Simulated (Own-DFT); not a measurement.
# Strain and stress in 4H SiC, 32 atoms (C16Si16)

All numbers below are calculated, not measured. They come from Own-DFT, an in-house plane-wave density functional program, since retired, whose code no person has reviewed. Each row is one single-point run on a periodic cell that was not relaxed, without spin or spin-orbit coupling.

Settings of every run: PBE; PseudoDojo norm-conserving scalar-relativistic files; cutoff 42 hartree; 5 x 5 x 3 k mesh centred on Gamma; Fermi-Dirac smearing of 0.1 eV.

Known limits: forces on such cells passed a denser k mesh, each cell not checked; stress not checked against mesh or cutoff.

Unstrained cell vectors in Å: (6.165, 0.000, 0.000); (-3.083, 5.339, 0.000); (0.000, 0.000, 10.068). The unstrained cell has measured lattice constants (interpolated for alloys), not those of this functional. That, the random moves and any unrelaxed bonds set the pressure at no strain. Each run strains this cell uniformly, with the atoms carried along. Every atom was also moved at random, by a Gaussian of width 0.05 Å on each axis. Strain is the symmetric tensor, in per cent. Stress is positive in tension, and the pressure is minus a third of its trace.

| run | e_xx (%) | e_yy (%) | e_zz (%) | e_yz (%) | e_xz (%) | e_xy (%) | s_xx (GPa) | s_yy (GPa) | s_zz (GPa) | s_yz (GPa) | s_xz (GPa) | s_xy (GPa) | P (GPa) | E (meV/atom) |
|---|---|---|---|---|---|---|---|---|---|---|---|---|---|---|
| 1 | -0.20 | -1.78 | 1.62 | -1.44 | -0.12 | -0.76 | -4.77 | -17.23 | 1.57 | -3.44 | -0.98 | -2.83 | 6.81 | 48.1 |
| 2 | 0.02 | -0.11 | 0.02 | -1.16 | 1.12 | -0.42 | -7.26 | -3.79 | -8.03 | -5.17 | 4.31 | -2.88 | 6.36 | 52.4 |
| 3 | 1.76 | 1.20 | 1.80 | -1.44 | 1.12 | -1.10 | 3.11 | 5.08 | 5.51 | -4.07 | 2.94 | -5.92 | -4.57 | 21.2 |
| 4 | 1.19 | 0.86 | -0.92 | 0.29 | -1.71 | -1.32 | 3.02 | 2.24 | -14.11 | 0.68 | -5.62 | -6.33 | 2.95 | 22.7 |
| 5 | 1.19 | 1.38 | -0.34 | -1.48 | 0.87 | -1.37 | 4.43 | 5.12 | -12.66 | -5.34 | 2.36 | -3.92 | 1.04 | 38.4 |
| 6 | -0.10 | 1.24 | 1.07 | -1.31 | 0.41 | -1.32 | -5.01 | 3.26 | 1.25 | -3.87 | 1.89 | -4.96 | 0.16 | 0.6 |
| 7 | -1.90 | 1.01 | -0.21 | -0.90 | -1.35 | 1.45 | -16.55 | -1.63 | -4.88 | -2.64 | -4.63 | 7.46 | 7.68 | 25.7 |
| 8 | -0.99 | 0.35 | 0.90 | 0.64 | 1.52 | 1.13 | -9.73 | -2.82 | -2.32 | 2.62 | 6.67 | 4.43 | 4.96 | 25.4 |
| 9 | -0.77 | 1.01 | -1.53 | 1.62 | 0.38 | -1.54 | -9.27 | -1.31 | -15.15 | 6.68 | 1.27 | -8.22 | 8.58 | 38.8 |
| 10 | 0.72 | 0.01 | 0.55 | 1.85 | -0.46 | 0.82 | 0.46 | -3.80 | -2.31 | 6.60 | -0.35 | 1.93 | 1.88 | 0.0 |
| 11 | -0.41 | -1.26 | -1.36 | 1.28 | 0.46 | 0.83 | -10.61 | -13.58 | -16.55 | 4.26 | -0.82 | 4.65 | 13.58 | 65.4 |
| 12 | -0.54 | 0.78 | -0.30 | 1.70 | 1.59 | 0.86 | -7.94 | -1.33 | -8.01 | 6.13 | 3.89 | 4.27 | 5.76 | 34.1 |
| 13 | 0.22 | -1.92 | -1.52 | -0.46 | -1.91 | 0.81 | -6.76 | -15.49 | -16.16 | -1.56 | -6.90 | 4.49 | 12.80 | 38.9 |
| 14 | 1.97 | 1.12 | 0.57 | 1.97 | 1.32 | 1.39 | 7.91 | 2.44 | -2.78 | 5.89 | 4.04 | 5.18 | -2.52 | 17.6 |
| 15 | 1.55 | -0.69 | 1.05 | 1.06 | -1.37 | 1.64 | 0.71 | -8.28 | 2.20 | 3.92 | -3.76 | 9.24 | 1.79 | 44.7 |
| 16 | 0.74 | -0.56 | 0.50 | 0.65 | 1.34 | 1.09 | ? | ? | ? | ? | ? | ? | ? | ? |

E is the free energy for each atom above the lowest run shown.

## Worked fit

Each stress component was fitted by least squares to a constant and the strains of the runs shown, as fractions, with shears doubled. Shear strains stay in the fit of a normal stress only where such slopes are resolved. The slopes, in GPa:

```
stress,at no strain,per e_xx,per e_yy,per e_zz,scatter
s_xx,-5.5,567 ± 48,86 ± 45,27 ± 48,1.89
s_yy,-5.0,114 ± 30,609 ± 28,5 ± 30,1.19
s_zz,-6.7,-41 ± 49,25 ± 47,659 ± 50,1.96
```

Each shear stress against twice its own strain: yz 185 ± 8, xz 148 ± 14, xy 245 ± 20 GPa. These are stiffnesses along x, y and z of the frame in which the cell vectors are given, which need not be the crystal's axes. The atoms are held to the strained lattice; where symmetry lets them move under strain, relaxing them would lower some slopes. The table should be nearly symmetric about its diagonal, and what it lacks of that shows the noise. A ninth of its sum, 228 ± 6 GPa, estimates the bulk modulus near the mean pressure of these runs, 4.5 GPa, so it lies above the value at zero pressure.

## Withheld run

Question: what normal stresses and pressure should run 16 give?

The fit gives s_xx = -1.6, s_yy = -7.6, s_zz = -3.8 and P = 4.4 GPa. The calculation gave -0.90, -13.39, -0.70 and P = 5.00 GPa. This run lies off the fit, by chance or by something that the fit leaves out.
